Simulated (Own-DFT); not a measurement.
Simulation results for GaN (wurtzite, strained, atoms displaced)

Computed with Own-DFT development build. A calculation, not a measurement: plane-wave PBE density functional theory by an unreviewed code, no spin, of a simulated periodic cell, stress positive in tension, free energy of the whole cell less one offset for each atom, forces on such cells passed a denser k mesh, this cell's mesh not checked; offsets are fitted by least squares, one for each functional and potential file, so energies compare only between cells with the same atoms and settings and are not formation energies; the far tail of each file's local potential was reset to the Coulomb form; each entry is a single point on an unrelaxed cell, so the pressure reflects the starting lattice, mostly measured values (interpolated for alloys), from which strain is counted, and rises with the displacements; printed positions are rounded, which can move forces by about a meV/angstrom; the program, named Own-DFT, is a retired in-house code; no spin-orbit coupling.

Settings shared by all entries: functional PBE; potential files PseudoDojo norm-conserving, scalar-relativistic, standard set with the stringent files for Ga; wave cutoff 96 hartree; occupations Gaussian; smearing width 0.01 eV; k mesh 3 x 4 x 3 centred on Gamma.

(1) 
```xyz
96
Lattice="12.7560 0.0000 0.0000 -4.7835 8.2853 0.0000 0.0000 0.0000 10.2144" Properties=species:S:1:pos:R:3:force_x:R:1:force_y:R:1:force_z:R:1 formula=GaN free_energy_of_cell_above_offsets=-4.425 pressure=10.06 stress_xx=-8.61 stress_yy=-8.02 stress_zz=-13.57 stress_yz=-0.06 stress_xz=0.51 stress_xy=-0.24
Ga     0.0092     1.9002    10.1891       0.32     -1.535     -0.034
Ga     1.6352     0.9380     2.5303      0.312     -0.316     -0.649
N      0.0479     1.8280     1.9116     -0.461      0.151     -0.299
N      1.5279     0.9053     4.4053      0.808     -0.112      1.317
Ga    -0.0755     1.8691     5.0893      2.161      0.171      0.363
Ga     1.5415     0.9380     7.6789       1.35     -0.892     -0.405
N      0.0086     1.7547     7.0206     -1.095      1.619      0.261
N      1.6987     0.9739     9.5668     -2.045     -1.143      0.765
Ga    -1.7056     4.6105    10.1297      1.415     -0.361      1.535
Ga     0.0750     3.6727     2.5738     -0.958     -0.874      0.305
N     -1.5139     4.5645     2.1084     -1.575     -0.159     -2.422
N      0.0251     3.6862     4.4757     -0.701      0.035      0.766
Ga    -1.6104     4.6211     5.1101      0.538     -0.562     -0.749
Ga     0.0533     3.6804     7.6863     -1.259      -0.78     -0.789
N     -1.6117     4.6228     7.0077        0.3     -1.719       0.82
N      0.0654     3.7165     9.6240     -3.462     -0.785     -1.184
Ga    -3.2162     7.2982     0.0168      -0.22      2.042     -0.327
Ga    -1.5828     6.4128     2.4986      0.057     -0.031      0.946
N     -3.1683     7.2927     1.9117     -0.166      0.908      0.524
N     -1.5975     6.4136     4.4567       0.32      0.461      0.069
Ga    -3.1318     7.3248     5.1030     -0.865      0.988     -0.739
Ga    -1.5979     6.3730     7.6110     -0.016      1.861      0.333
N     -3.1948     7.3560     6.9874      0.356      0.057       0.87
N     -1.7252     6.4263     9.5732      2.355     -0.031     -0.311
Ga     3.2356     1.8036     0.0170     -0.345      1.557     -0.944
Ga     4.7236     0.8951     2.6241      0.792      1.058      -1.54
N      3.2547     1.8812     1.8522     -0.834     -0.354      2.203
N      4.7769     0.8822     4.4768     -0.291      0.331      0.857
Ga     3.2041     1.8604     5.0916     -0.965     -0.797      0.608
Ga     4.8073     0.8885     7.6653     -1.229      0.076      0.146
N      3.1669     1.8060     7.0781      0.258      0.364     -0.884
N      4.7688     1.0166     9.5710      0.426     -2.413     -0.019
Ga     1.5209     4.5324    10.2082      2.824      2.163      1.187
Ga     3.1706     3.7446     2.5501      0.686      -1.31     -0.076
N      1.5903     4.5103     1.9796     -0.068      2.611     -1.317
N      3.1182     3.6584     4.4601      1.912      0.337      0.395
Ga     1.6278     4.6109     5.0448      -1.02       0.26      0.555
Ga     3.1866     3.6459     7.7198      0.229     -0.025     -0.464
N      1.5632     4.5403     7.0059       1.11      0.482     -0.134
N      3.1719     3.7564     9.6243     -0.186     -0.946     -0.129
Ga    -0.0124     7.3442     0.0088     -0.218      0.749     -0.993
Ga     1.5223     6.5207     2.4905      1.972     -1.239      1.022
N     -0.0157     7.3964     1.9489     -0.671     -0.293     -0.924
N      1.5435     6.4751     4.4933      1.259     -0.515     -0.852
Ga     0.0185     7.3482     5.1679     -0.672      0.128      -1.91
Ga     1.6019     6.3754     7.5751     -0.248      0.807       0.59
N      0.0103     7.3858     6.9779     -0.473     -1.108       2.35
N      1.5933     6.4533     9.5461     -0.767     -0.533       0.57
Ga     6.3357     1.8847    10.1414      1.327     -1.349      0.575
Ga     8.0329     0.8842     2.5374     -1.333       1.22      0.273
N      6.3465     1.7830     1.8654      0.588      0.146      1.116
N      7.9752     0.8617     4.4976      0.418      0.823     -0.331
Ga     6.3584     1.8256     5.0732      0.418     -0.736      1.086
Ga     8.0750     0.9206     7.5913     -2.751     -0.629      1.473
N      6.3022     1.7894     7.0950      2.292      1.675     -1.521
N      8.0334     0.9597     9.6033      -0.88     -0.478     -0.531
Ga     4.7377     4.6509     0.0441      0.498     -0.163     -1.767
Ga     6.4851     3.6052     2.5515     -2.051     -0.133     -1.479
N      4.6709     4.6295     1.8749      2.068      0.076      1.804
N      6.3155     3.6376     4.4087      1.084      0.366      1.219
Ga     4.8450     4.5725     5.1391     -1.587      0.193     -0.046
Ga     6.4519     3.7666     7.6261     -1.099     -1.983      0.895
N      4.8228     4.6178     7.1178     -0.696     -0.745     -1.435
N      6.3427     3.6280     9.5672      0.238      2.568      0.075
Ga     3.1553     7.3590     0.0019      0.559      0.889     -0.639
Ga     4.8056     6.4449     2.5106     -0.234     -0.607      0.565
N      3.3019     7.4397     1.9251     -1.924     -1.855     -0.156
N      4.7397     6.4371     4.5057      2.937     -1.564     -1.116
Ga     3.2935     7.2896     5.0413       -3.5      1.615      1.408
Ga     4.7551     6.4088     7.6612     -0.073      1.339      0.385
N      3.1306     7.3830     7.0210      1.166     -0.831     -0.419
N      4.7833     6.5024     9.5916      0.044     -0.627      0.138
Ga     9.5968     1.8460     0.0402      -0.34     -0.245      -1.65
Ga    11.1831     0.9770     2.5097      0.334     -0.781      0.427
N      9.5755     1.8153     1.8926      0.395      1.047      1.507
N     11.2187     0.9419     4.4877     -1.627     -1.052     -0.818
Ga     9.6154     1.8400     5.0536     -0.954     -0.831      0.823
Ga    11.1595     0.8899     7.6929     -0.115      0.372     -1.082
N      9.5371     1.8395     7.0432       1.91      0.272     -1.086
N     11.1578     0.8428     9.5418      0.623      1.959      1.577
Ga     7.8826     4.6716     0.0492      0.182     -1.414     -2.246
Ga     9.5555     3.6704     2.5784       0.51      0.126      0.012
N      7.9507     4.5900     1.8616      0.794      0.414      2.558
N      9.5069     3.6589     4.5948      0.444       0.58       -1.6
Ga     7.9457     4.6488     5.0415      -0.36      -1.54      1.134
Ga     9.5204     3.6312     7.6456      0.649      0.709     -0.095
N      7.9926     4.6452     7.0473      0.193     -0.663      -1.11
N      9.5334     3.6765     9.5708     -0.467     -0.101      0.359
Ga     6.3877     7.3845     0.0309     -0.349     -0.613     -0.928
Ga     7.9894     6.4788     2.5811     -0.709     -0.239     -0.595
N      6.3353     7.3759     1.9056      1.345       0.29      1.174
N      7.9072     6.4016     4.4957      0.714      1.195     -0.415
Ga     6.3710     7.3534     5.1418     -0.222      0.485     -0.062
Ga     8.0185     6.4186     7.6203     -0.525      1.187      0.981
N      6.3830     7.3722     7.0786     -0.162      -0.75     -0.534
N      7.9801     6.4535     9.6396     -0.722          0     -1.165
```

Units: free_energy_of_cell_above_offsets in eV; pressure, stress_xx, stress_yy, stress_zz, stress_yz, stress_xz, stress_xy in GPa; force_x, force_y, force_z in eV/Å.

(2) 
```xyz
96
Lattice="12.7560 0.0000 0.0000 -4.7835 8.2853 0.0000 0.0000 0.0000 10.2144" Properties=species:S:1:pos:R:3:force_x:R:1:force_y:R:1:force_z:R:1 formula=GaN free_energy_of_cell_above_offsets=-4.172 pressure=10.08 stress_xx=-7.32 stress_yy=-8.38 stress_zz=-14.55 stress_yz=0.41 stress_xz=0.18 stress_xy=0.87
Ga    -0.0377     1.8527    10.1961      1.393     -0.077      0.244
Ga     1.5862     1.0329     2.6067     -0.434     -1.112     -0.594
N     -0.0408     1.8655     1.8736      0.524      0.421      1.455
N      1.6319     0.9470     4.5763      -1.44     -0.612     -1.372
Ga    -0.0585     1.8594     5.1463      0.157     -1.088     -1.097
Ga     1.5505     0.9805     7.5854      0.812     -0.602      1.155
N     -0.0387     1.8473     6.9941      -0.48     -0.304        1.2
N      1.5568     0.9313     9.5946      0.126     -0.833     -0.525
Ga    -1.5687     4.6217     0.0570     -0.455     -0.501     -1.116
Ga    -0.0040     3.7417     2.5560      -0.49      -1.14      0.076
N     -1.6035     4.6479     1.9497      0.047      -0.98      0.071
N     -0.0456     3.5916     4.4933      0.623      1.623     -0.449
Ga    -1.5465     4.6319     5.1380     -0.474     -1.352     -0.543
Ga     0.0708     3.6838     7.6454     -2.116     -0.144      0.622
N     -1.5750     4.6953     6.9911       0.26     -1.642      1.177
N     -0.0982     3.6203     9.5737      1.681      1.501      0.059
Ga    -3.1468     7.3063     0.0548     -1.135      1.006     -1.399
Ga    -1.5648     6.4222     2.5384      -0.77       0.97      0.625
N     -3.2461     7.3170     1.9093      2.311       1.71      1.177
N     -1.6226     6.3524     4.5062     -0.333      2.009     -1.093
Ga    -3.1634     7.3784     5.1678     -0.301     -0.662     -2.184
Ga    -1.6369     6.4196     7.7117      1.018      0.931     -1.259
N     -3.1648     7.3760     6.9885     -0.395      0.503      1.994
N     -1.5553     6.4634     9.5722     -0.592     -0.461      0.955
Ga     3.1610     1.7862     0.0351     -0.933      0.038     -1.551
Ga     4.6718     0.9228     2.6045      1.532     -0.285      -0.77
N      3.2171     1.8749     1.8647      -1.01      0.116      2.045
N      4.7572     0.9187     4.4876      0.041     -0.237     -0.056
Ga     3.1921     1.7904     5.1283      0.625      1.627      -0.49
Ga     4.7439     0.8688     7.6959      1.024     -0.025     -0.676
N      3.2274     1.7800     6.9830     -0.562      0.914      1.527
N      4.7095     0.9610     9.6171       1.47     -0.836      0.071
Ga     1.6705     4.5783    10.1870      -2.52      0.186      0.505
Ga     3.1963     3.7088     2.5341     -0.216     -0.238      0.974
N      1.5616     4.6409     1.9817      0.738       -2.4      -1.56
N      3.2445     3.6844     4.5047     -0.438      0.087     -0.108
Ga     1.5668     4.6190     5.1216      0.427     -0.804     -0.709
Ga     3.2379     3.6841     7.6476     -1.002     -0.718     -0.305
N      1.5639     4.5384     7.0173      1.671      1.037      0.304
N      3.0830     3.5911     9.5910      2.467      0.343      -0.39
Ga    -0.0239     7.3585     0.0447      1.443      0.352     -0.449
Ga     1.6550     6.3246     2.5641     -0.002      3.709      0.505
N      0.0121     7.3806     1.9627      0.111      -0.25      0.114
N      1.4898     6.4268     4.4890      1.602     -0.088     -0.051
Ga    -0.0683     7.3336     5.0381      0.475      0.436      0.519
Ga     1.5787     6.4928     7.5693      0.797     -1.446      1.358
N      0.0670     7.3193     6.9601     -2.225      0.899      0.787
N      1.6293     6.3715     9.6070     -0.284      1.319     -0.582
Ga     6.3693     1.9197     0.0177     -0.577     -2.082      0.259
Ga     7.9411     0.9946     2.5241      0.256     -2.099       1.15
N      6.3733     1.8902     1.9809     -1.098     -2.319     -1.029
N      7.9676     0.8418     4.5449     -0.296       2.63     -1.377
Ga     6.3294     1.8987     5.0329      1.039     -1.374      1.453
Ga     7.9454     0.9564     7.6884     -0.576     -0.757      0.056
N      6.3965     1.8061     7.0384     -1.456      0.822     -0.217
N      7.8856     0.9116     9.6474       1.33      0.047     -0.217
Ga     4.7774     4.5366     0.0010     -0.164      0.184     -0.448
Ga     6.3534     3.5859     2.5201      0.939      3.326      1.199
N      4.7922     4.5774     1.9356      0.111     -0.248     -0.644
N      6.4363     3.7053     4.5135     -0.868      0.338     -0.732
Ga     4.8355     4.6661     5.1876     -0.419     -0.445     -1.204
Ga     6.3300     3.6818     7.6932      1.329     -0.247     -1.933
N      4.7759     4.6441     7.0805       0.16      0.053      0.422
N      6.4257     3.6309     9.5398     -1.288      1.161      1.177
Ga     3.2725     7.3511    10.1916     -1.361          0      1.074
Ga     4.8182     6.3801     2.5412      0.566      1.487     -0.034
N      3.2604     7.3505     1.9773     -0.928      0.043     -0.731
N      4.7608     6.4716     4.4643       0.91     -0.658       0.49
Ga     3.2436     7.3959     5.1228     -1.238     -1.127     -0.229
Ga     4.7223     6.5070     7.7586      0.063     -0.906     -2.693
N      3.1930     7.3564     7.0334     -0.065      0.332      0.465
N      4.8227     6.4117     9.5429      -0.09     -0.325      2.517
Ga     9.6029     1.8543    10.2008     -0.791     -0.166      0.276
Ga    11.1564     0.9498     2.6069     -0.139     -0.495     -2.285
N      9.5245     1.8193     1.9675      1.037      0.848     -0.802
N     11.1000     0.9287     4.4204      1.128     -0.337      2.418
Ga     9.5930     1.8839     5.0897     -1.327     -0.717      1.032
Ga    11.1510     0.8514     7.7455     -0.639      1.118     -2.677
N      9.4825     1.7837     7.0914      2.251      1.119     -0.917
N     11.2157     1.0216     9.5429     -1.541      -2.22      1.576
Ga     7.9323     4.5861    10.1741      1.626      0.082     -0.211
Ga     9.5745     3.6613     2.6138     -0.271      0.352     -1.708
N      8.0112     4.6028     1.8595     -0.621     -0.431      1.186
N      9.5889     3.7045     4.4677      0.175     -0.047      1.086
Ga     8.0054     4.6416     5.0500      0.157     -1.098      1.643
Ga     9.5876     3.7464     7.6515       0.47     -1.125      -0.78
N      8.0397     4.6412     7.0900     -1.537      0.332     -0.938
N      9.6555     3.6339     9.5066     -0.985      1.198      1.906
Ga     6.4213     7.3471    10.1141     -1.145      1.544       2.14
Ga     8.0222     6.4665     2.5380      -1.82     -0.838     -0.035
N      6.4081     7.4179     1.9171       -0.3     -0.746     -0.267
N      7.9503     6.3973     4.4859      0.628      1.846      -0.18
Ga     6.3998     7.3653     5.0936     -0.789      0.075     -0.081
Ga     7.9451     6.5504     7.5964      1.025     -1.899      1.214
N      6.3287     7.2897     7.0739     -0.069      1.447     -0.853
N      7.9060     6.4436     9.6445      2.426     -0.582     -1.715
```

Units: free_energy_of_cell_above_offsets in eV; pressure, stress_xx, stress_yy, stress_zz, stress_yz, stress_xz, stress_xy in GPa; force_x, force_y, force_z in eV/Å.

(3) 
```xyz
96
Lattice="12.7560 0.0000 0.0000 -4.7835 8.2853 0.0000 0.0000 0.0000 10.2144" Properties=species:S:1:pos:R:3:force_x:R:1:force_y:R:1:force_z:R:1 formula=GaN free_energy_of_cell_above_offsets=-4.634 pressure=9.87 stress_xx=-10.03 stress_yy=-7.3 stress_zz=-12.28 stress_yz=0.24 stress_xz=-0.47 stress_xy=-0.17
Ga    -0.0612     1.8038     0.0045      1.312      0.621     -0.025
Ga     1.6076     0.9487     2.4715     -0.067     -0.759      1.279
N      0.0097     1.8225     1.9829     -0.471       0.47     -0.807
N      1.5540     0.9835     4.4811       0.24     -1.441     -0.601
Ga    -0.0849     1.8017     5.0450      0.752      0.362      0.978
Ga     1.5161     0.8718     7.6453       1.51      0.871     -0.389
N     -0.0360     1.8314     7.0841      0.378      0.448     -0.907
N      1.6229     0.9302     9.5561     -1.046      -0.93      0.971
Ga    -1.5974     4.5941     0.0266     -0.326      0.325      -0.14
Ga     0.0181     3.7110     2.6032      0.402     -0.087     -0.319
N     -1.5145     4.6925     1.9963     -1.123     -1.643     -0.771
N     -0.0404     3.6778     4.5752      1.368     -0.305     -1.097
Ga    -1.5248     4.6152     5.1158     -1.717     -0.123      1.162
Ga     0.0119     3.6771     7.7003     -0.634      0.344     -0.322
N     -1.6884     4.6359     7.1413      2.529     -0.113     -1.454
N      0.0190     3.7327     9.6781     -0.658     -1.465     -0.981
Ga    -3.2026     7.2200     0.0649      0.449       1.43     -1.816
Ga    -1.5857     6.4876     2.4935       0.23     -0.844      2.037
N     -3.1208     7.3225     1.9332     -1.887      0.889      0.304
N     -1.5369     6.4251     4.5750     -1.016      0.197     -1.704
Ga    -3.1569     7.2954     5.0854     -0.114       1.33     -0.397
Ga    -1.5375     6.4892     7.6029     -2.266     -1.228      1.553
N     -3.2077     7.3281     6.9912      1.081      0.877      0.351
N     -1.5535     6.4580     9.5974     -0.744     -0.348     -0.278
Ga     3.2283     1.7361    10.1919     -0.868      1.288      0.222
Ga     4.7187     0.9813     2.6495       1.64     -1.653     -0.723
N      3.2215     1.7824     1.9297     -0.624      1.267     -0.626
N      4.8009     0.9616     4.5094     -0.444     -1.321      0.663
Ga     3.1484     1.8082     5.1109      0.423      0.744     -0.023
Ga     4.7183     0.9421     7.7279      1.155     -0.361     -3.189
N      3.2478     1.8708     6.9924     -1.546      0.003       1.43
N      4.7556     0.8487     9.5297      0.993      0.951      1.892
Ga     1.6014     4.5945    10.1429      0.583      0.615      1.441
Ga     3.1919     3.6653     2.6274      0.267      0.623     -0.874
N      1.6546     4.6366     1.9133     -0.626     -1.171      0.171
N      3.1764     3.7034     4.5293     -0.199     -0.358      0.062
Ga     1.5766     4.6877     5.0920      0.367     -1.949     -0.077
Ga     3.1951     3.8128     7.7051     -0.611       -1.9      -0.81
N      1.5730     4.6178     6.9776      0.162     -0.504      1.623
N      3.2190     3.6728     9.6330     -0.575     -0.738      -0.61
Ga     0.0004     7.3805    10.2051      0.378     -1.086        0.6
Ga     1.5409     6.4294     2.4980      1.256      0.523      0.792
N     -0.0454     7.3002     1.9461      1.287       2.12     -0.494
N      1.6189     6.4428     4.5275     -0.424      1.082      -1.34
Ga    -0.0106     7.2788     5.1528      1.167      1.877     -0.512
Ga     1.5323     6.4278     7.6741      2.396     -0.627      0.406
N      0.0347     7.1522     7.0488     -0.724      3.708     -0.824
N      1.6145     6.4637     9.5703      0.071     -0.076      0.828
Ga     6.3391     1.8665    10.1845      0.417     -1.028      0.938
Ga     7.9602     0.9176     2.6220      1.047     -0.489      -0.78
N      6.4091     1.7511     1.9856     -1.206      1.008     -1.027
N      8.0307     0.9686     4.5331     -1.438     -1.588     -0.383
Ga     6.4145     1.8401     5.0989     -0.583     -0.803     -0.376
Ga     8.0770     0.9562     7.6496     -1.965     -0.606     -0.164
N      6.3277     1.8379     6.9304      0.684     -0.571      3.114
N      7.9502     0.9675     9.6092      0.445     -0.491     -0.455
Ga     4.7258     4.6204    10.1895      1.515      -0.12      1.269
Ga     6.3685     3.6461     2.5098     -0.705       0.05       0.73
N      4.7747     4.6411     1.9684      0.234     -0.603     -0.518
N      6.3340     3.6070     4.5340      0.772      1.501     -1.465
Ga     4.8042     4.5422     5.1643     -0.625       0.49      -1.31
Ga     6.4237     3.6844     7.6723      0.068     -0.573     -0.461
N      4.7870     4.5949     7.0476      0.711     -0.025      0.569
N      6.4542     3.6396     9.6190     -1.645      1.012     -0.382
Ga     3.2280     7.4076    10.1954     -0.434     -0.402       0.19
Ga     4.8288     6.5186     2.5623     -0.429      -1.38     -0.428
N      3.2453     7.3510     1.9418     -0.985      0.704     -0.127
N      4.7474     6.4277     4.4421      1.056     -0.274      1.444
Ga     3.2035     7.3349     5.1232      0.018      0.577      0.256
Ga     4.7927     6.3994     7.5922      0.342      0.676       1.31
N      3.1946     7.2785     7.0944     -0.086      1.363     -0.598
N      4.8239     6.4397     9.6313     -0.562      0.136     -1.124
Ga     9.6107     1.7719    10.2030     -1.009      1.576      0.664
Ga    11.1882     0.8238     2.5266     -0.338      1.839      1.228
N      9.6194     1.8745     1.9852     -0.251     -1.012      -0.84
N     11.1234     0.8574     4.5194     -0.439      0.321     -0.583
Ga     9.5029     1.8866     5.0754      2.074      0.499      0.332
Ga    11.1647     0.9177     7.5896     -0.696      0.294      0.119
N      9.5845     1.9038     7.0182      0.461     -1.039     -0.153
N     11.1524     0.8786     9.5311      0.148      0.479      0.316
Ga     7.9656     4.6337     0.0054      0.186     -0.695      0.006
Ga     9.5953     3.6809     2.5881      0.193      0.772     -1.299
N      7.9122     4.6214     1.9642      1.203     -0.476     -0.527
N      9.6309     3.7196     4.4346     -0.763      0.008      1.471
Ga     7.9294     4.6020     5.0597      0.737     -0.152      0.229
Ga     9.5991     3.6866     7.6428     -1.096      0.113      0.619
N      8.0206     4.5123     6.9901     -0.954      1.716      0.242
N      9.5182     3.6926     9.5677       1.01     -0.453      1.097
Ga     6.3677     7.3840    10.1720      0.307     -0.764      0.315
Ga     7.9577     6.4382     2.4894      0.945     -0.048      1.353
N      6.4370     7.3616     1.9227     -0.528     -0.242         -1
N      8.0108     6.4772     4.4694     -0.796     -0.755     -0.447
Ga     6.3866     7.3182     5.1347      -0.27      0.061     -0.727
Ga     8.0001     6.5771     7.6662     -0.304      -2.61     -1.045
N      6.3966     7.3699     7.0475      -0.58      -0.25     -0.095
N      7.9330     6.4293     9.5091      0.425      0.321       1.85
```

Units: free_energy_of_cell_above_offsets in eV; pressure, stress_xx, stress_yy, stress_zz, stress_yz, stress_xz, stress_xy in GPa; force_x, force_y, force_z in eV/Å.
